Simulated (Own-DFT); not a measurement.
Simulation results for HfO₂ (monoclinic hafnia, atoms displaced)

Computed with Own-DFT development build. A calculation, not a measurement: plane-wave density functional theory by an unreviewed code, no spin, of a simulated periodic cell, stress positive in tension, run twice, with PBE and with PBEsol, both on files made for PBE, so the change isn't that of files made for PBEsol, hafnium file: forces about 75 meV/angstrom off all-electron values; oxygen file: force components 24 meV/angstrom off all-electron in one glass; forces on such cells passed a denser k mesh, this cell's mesh not checked; the far tail of each file's local potential was reset to the Coulomb form; each entry is a single point on an unrelaxed cell, so the pressure reflects the starting lattice, mostly measured values (interpolated for alloys), from which strain is counted, and rises with the displacements; printed positions are rounded, which can move forces by about a meV/angstrom; the program, named Own-DFT, is a retired in-house code; no spin-orbit coupling; stress was not checked against mesh or cutoff.

Entry: HfO₂ (monoclinic hafnia, atoms displaced)

```xyz
96
Lattice="10.2340 0.0000 0.0000 0.0000 10.3500 0.0000 -1.6955 0.0000 10.4453" Properties=species:S:1:pos:R:3 HfO2
Hf     1.2493     0.2476     1.0571
Hf     3.4410     2.7875     1.5179
Hf     3.0303     4.9818     4.1586
Hf     0.8405     2.3605     3.6854
O      0.0927     1.6836     1.8110
O      4.6181     4.2925     0.8112
O      4.1644     3.4837     3.4252
O     -0.3583     0.8858     4.4332
O      1.8979     3.9402     2.5312
O      2.8346     1.3557     0.1181
O      2.3744     1.2535     2.7062
O      1.4651     3.8422     5.1236
Hf     0.3999     0.1799     6.3070
Hf     2.6039     2.8062     6.7539
Hf     2.2119     4.9439     9.3743
Hf    -0.0363     2.3833     8.8950
O     -0.7694     1.7117     7.0364
O      3.7520     4.3171     5.9963
O      3.3263     3.4361     8.6079
O     -1.2071     0.8772     9.6205
O      1.0246     3.9398     7.6655
O      1.9807     1.3095     5.3095
O      1.5568     1.2230     7.9719
O      0.6004     3.8246    10.3476
Hf     1.2875     5.4103     1.0749
Hf     3.4646     7.9739     1.4884
Hf     3.0283    10.1589     4.1245
Hf     0.8525     7.6087     3.6812
O      0.0890     6.9059     1.8469
O      4.5948     9.5055     0.8457
O      4.1819     8.6234     3.3741
O     -0.3126     6.0781     4.4157
O      1.8677     9.0882     2.4780
O      2.8387     6.5209     0.0885
O      2.3981     6.4455     2.7332
O      1.4572     9.0146     5.1396
Hf     0.3616     5.4030     6.3425
Hf     2.6252     7.9601     6.7472
Hf     2.1562    10.1453     9.3417
Hf    -0.0503     7.5282     8.9192
O     -0.7344     6.9302     7.0371
O      3.7499     9.4840     6.0188
O      3.3448     8.6403     8.6437
O     -1.1868     6.0421     9.6693
O      1.0466     9.0897     7.7078
O      1.9826     6.4802     5.3280
O      1.5456     6.3888     7.9414
O      0.6166     9.0535    10.3374
Hf     6.3422     0.2046     1.1150
Hf     8.5611     2.7899     1.5307
Hf     8.1626     4.9473     4.1407
Hf     5.9406     2.3938     3.6787
O      5.1684     1.7260     1.7993
O      9.7275     4.2881     0.8527
O      9.3117     3.4873     3.3855
O      4.7967     0.8592     4.4150
O      7.0171     3.9522     2.5059
O      7.8655     1.3268     0.1173
O      7.4617     1.2271     2.7283
O      6.5837     3.8051     5.1341
Hf     5.4966     0.2103     6.3574
Hf     7.7591     2.7697     6.7548
Hf     7.2689     4.9605     9.3406
Hf     5.0768     2.3786     8.9493
O      4.3280     1.7560     7.0694
O      8.9124     4.3352     6.0050
O      8.4543     3.4635     8.6083
O      3.9425     0.8650     9.6362
O      6.1688     3.8984     7.7014
O      7.0683     1.3640     5.3287
O      6.6467     1.2597     7.9566
O      5.7548     3.8314    10.3173
Hf     6.3444     5.3734     1.1135
Hf     8.5951     7.9869     1.5096
Hf     8.1842    10.1438     4.1787
Hf     5.9152     7.5540     3.7062
O      5.2382     6.9163     1.8299
O      9.6977     9.5143     0.8009
O      9.3076     8.6144     3.3867
O      4.7913     6.0446     4.4524
O      6.9919     9.1260     2.5074
O      7.9296     6.5045     0.1082
O      7.4908     6.3903     2.6895
O      6.6180     9.0551     5.1213
Hf     5.5253     5.4067     6.2891
Hf     7.7444     7.9650     6.7476
Hf     7.2947    10.1799     9.3473
Hf     5.0969     7.5475     8.9344
O      4.3501     6.8663     7.0657
O      8.8688     9.4545     6.0342
O      8.4543     8.6493     8.6245
O      3.9285     6.0145     9.6505
O      6.1899     9.0901     7.7458
O      7.0632     6.5369     5.3335
O      6.6462     6.4265     7.9601
O      5.7330     9.0124    10.3562
```

Settings of this run: functional PBE, then PBEsol, potential files PseudoDojo norm-conserving, scalar-relativistic, standard set, wave cutoff 72 hartree, occupations Fermi-Dirac, smearing width 0.1 eV and k mesh 2 x 2 x 2 centred on Gamma.

Question: Give the missing rms change of force components from PBE to PBEsol for HfO₂ (monoclinic hafnia, atoms displaced).
Answer: 0.038 eV/Å

Further results for HfO₂ (monoclinic hafnia, atoms displaced):

- PBE pressure: 3.93 GPa
- PBE stress xx: -3.46 GPa
- PBE stress yy: -3.84 GPa
- PBE stress zz: -4.49 GPa
- PBE stress yz: -0.08 GPa
- PBE stress xz: -0.25 GPa
- PBE stress xy: 0.08 GPa
- PBEsol pressure: -2.53 GPa
- PBEsol stress xx: 3 GPa
- PBEsol stress yy: 2.57 GPa
- PBEsol stress zz: 2.01 GPa
- PBEsol stress yz: -0.08 GPa
- PBEsol stress xz: 0.11 GPa
- PBEsol stress xy: 0.07 GPa

Force:
```tsv
force element	PBE force x (eV/Å)	PBE force y (eV/Å)	PBE force z (eV/Å)	PBEsol force x (eV/Å)	PBEsol force y (eV/Å)	PBEsol force z (eV/Å)
Hf	-0.252	-0.932	0.27	-0.242	-0.863	0.248
Hf	0.238	0.514	0.598	0.228	0.545	0.604
Hf	-0.447	-0.222	-0.193	-0.446	-0.27	-0.156
Hf	-0.313	0.935	0.322	-0.29	0.866	0.288
O	-0.804	0.656	0.052	-0.763	0.651	0.097
O	0.134	0.134	0.011	0.12	0.147	-0.041
O	0.947	-0.709	-0.192	0.913	-0.703	-0.235
O	0.11	-0.053	0.114	0.116	-0.076	0.16
O	-0.291	-0.119	-0.525	-0.22	-0.125	-0.513
O	-0.364	-0.27	-0.407	-0.419	-0.272	-0.389
O	0.246	-0.067	0.087	0.173	-0.055	0.086
O	-0.243	-0.45	-0.295	-0.166	-0.436	-0.288
Hf	0.065	0.202	0.087	0.077	0.23	0.059
Hf	0.155	0.322	-0.763	0.156	0.373	-0.716
Hf	-0.092	0.146	-0.49	-0.085	0.106	-0.453
Hf	0.045	0.208	0.312	0.04	0.155	0.279
O	0.258	-0.287	-0.177	0.254	-0.257	-0.118
O	0.644	-0.052	0.726	0.612	-0.033	0.653
O	0.109	0.293	0.666	0.094	0.27	0.599
O	0.227	0.268	-0.031	0.23	0.247	0.017
O	-0.056	-0.787	1.059	0.007	-0.773	1.024
O	-0.22	0.106	0.313	-0.277	0.089	0.296
O	-0.456	0.543	-0.599	-0.506	0.528	-0.574
O	0.078	0.257	-0.328	0.143	0.257	-0.314
Hf	-1.133	-0.387	0.943	-1.1	-0.333	0.898
Hf	0.196	0.252	0.637	0.185	0.304	0.656
Hf	0.761	-0.319	-0.03	0.737	-0.348	0.004
Hf	-0.589	-1.201	0.267	-0.573	-1.222	0.225
O	0.015	-0.228	-0.906	0.026	-0.198	-0.836
O	0.169	0.124	-0.406	0.157	0.126	-0.438
O	0.072	0.117	0.659	0.065	0.095	0.589
O	-0.68	-0.296	0.096	-0.653	-0.307	0.143
O	0.137	0.475	-0.02	0.194	0.451	-0.015
O	-0.08	-0.097	0.098	-0.147	-0.101	0.103
O	0.245	0.074	-0.498	0.171	0.082	-0.488
O	-0.005	0.208	-0.31	0.054	0.215	-0.301
Hf	0.929	0	-1.381	0.918	0.038	-1.374
Hf	-0.082	-0.32	0.082	-0.087	-0.261	0.107
Hf	0.989	-0.264	0.494	0.952	-0.3	0.498
Hf	0.218	0.59	0.112	0.212	0.525	0.077
O	-0.655	0.16	0.088	-0.63	0.169	0.145
O	0.6	0.149	0.191	0.572	0.162	0.141
O	0.278	-0.237	0.072	0.258	-0.244	0.018
O	-0.41	-0.13	-0.365	-0.379	-0.135	-0.308
O	-0.153	-0.144	0.167	-0.086	-0.138	0.155
O	0.034	0.723	0.452	-0.021	0.699	0.443
O	-0.04	0.456	0.317	-0.108	0.447	0.309
O	-0.23	-0.512	-0.456	-0.153	-0.489	-0.444
Hf	-0.086	-0.166	-0.148	-0.071	-0.115	-0.162
Hf	0.433	0.219	-0.052	0.422	0.283	-0.027
Hf	0.475	0.736	-0.282	0.467	0.663	-0.26
Hf	-0.616	-0.232	0.479	-0.59	-0.281	0.451
O	-0.074	0.215	0.033	-0.067	0.222	0.08
O	0.508	0.418	-0.615	0.474	0.409	-0.642
O	0.577	-0.764	0.289	0.542	-0.755	0.233
O	-0.555	-0.165	0.072	-0.537	-0.174	0.118
O	-0.293	-0.791	-0.045	-0.222	-0.775	-0.047
O	0.769	0.216	0.1	0.685	0.206	0.094
O	0.435	0.55	0.058	0.353	0.544	0.054
O	0.185	0.596	-0.332	0.245	0.585	-0.33
Hf	-0.148	0.36	-0.875	-0.133	0.396	-0.886
Hf	-0.75	0.811	-0.624	-0.744	0.841	-0.581
Hf	0.401	-0.159	0.626	0.371	-0.2	0.631
Hf	-0.187	-0.095	-0.408	-0.178	-0.151	-0.425
O	0.301	-0.729	-0.606	0.301	-0.695	-0.534
O	-0.477	-0.53	0.465	-0.467	-0.498	0.404
O	0.637	-0.076	0.482	0.613	-0.099	0.416
O	-0.815	-0.406	-0.081	-0.782	-0.399	-0.033
O	-0.14	0.342	0.19	-0.068	0.33	0.192
O	0.173	-0.503	0.375	0.109	-0.495	0.37
O	0.086	0.078	-0.136	0.024	0.078	-0.128
O	-0.285	0.17	0.239	-0.213	0.168	0.227
Hf	0.405	0.567	-0.201	0.406	0.607	-0.213
Hf	-0.39	-0.182	0.389	-0.38	-0.121	0.407
Hf	-0.878	-0.295	-1.064	-0.868	-0.339	-1.01
Hf	0.516	0.459	-0.313	0.502	0.395	-0.341
O	-0.785	-0.07	-0.548	-0.753	-0.058	-0.479
O	0.839	0.345	-0.06	0.806	0.346	-0.11
O	0.098	0.489	0.57	0.092	0.462	0.502
O	-0.343	0.109	-0.442	-0.32	0.093	-0.375
O	0.203	-0.59	0.152	0.255	-0.573	0.137
O	0.003	-0.137	-0.109	-0.061	-0.14	-0.112
O	0.14	0.426	0.608	0.065	0.41	0.59
O	-0.621	-0.375	0.156	-0.536	-0.359	0.156
Hf	-0.332	-0.829	0.43	-0.324	-0.756	0.391
Hf	-0.509	0.15	0.057	-0.5	0.207	0.08
Hf	-0.22	-0.922	0.526	-0.22	-0.951	0.537
Hf	-0.263	0.117	0.333	-0.246	0.063	0.299
O	-0.317	0.374	-0.197	-0.297	0.382	-0.148
O	1.167	0.718	0.103	1.128	0.712	0.05
O	0.605	-0.264	0.355	0.58	-0.275	0.291
O	-0.123	0.106	-0.1	-0.117	0.086	-0.048
O	-0.518	0.121	-0.288	-0.441	0.119	-0.28
O	0.328	-0.191	0.096	0.247	-0.19	0.102
O	0.324	-0.041	-0.174	0.25	-0.038	-0.162
O	-0.188	-0.011	-0.406	-0.118	-0.007	-0.397
```
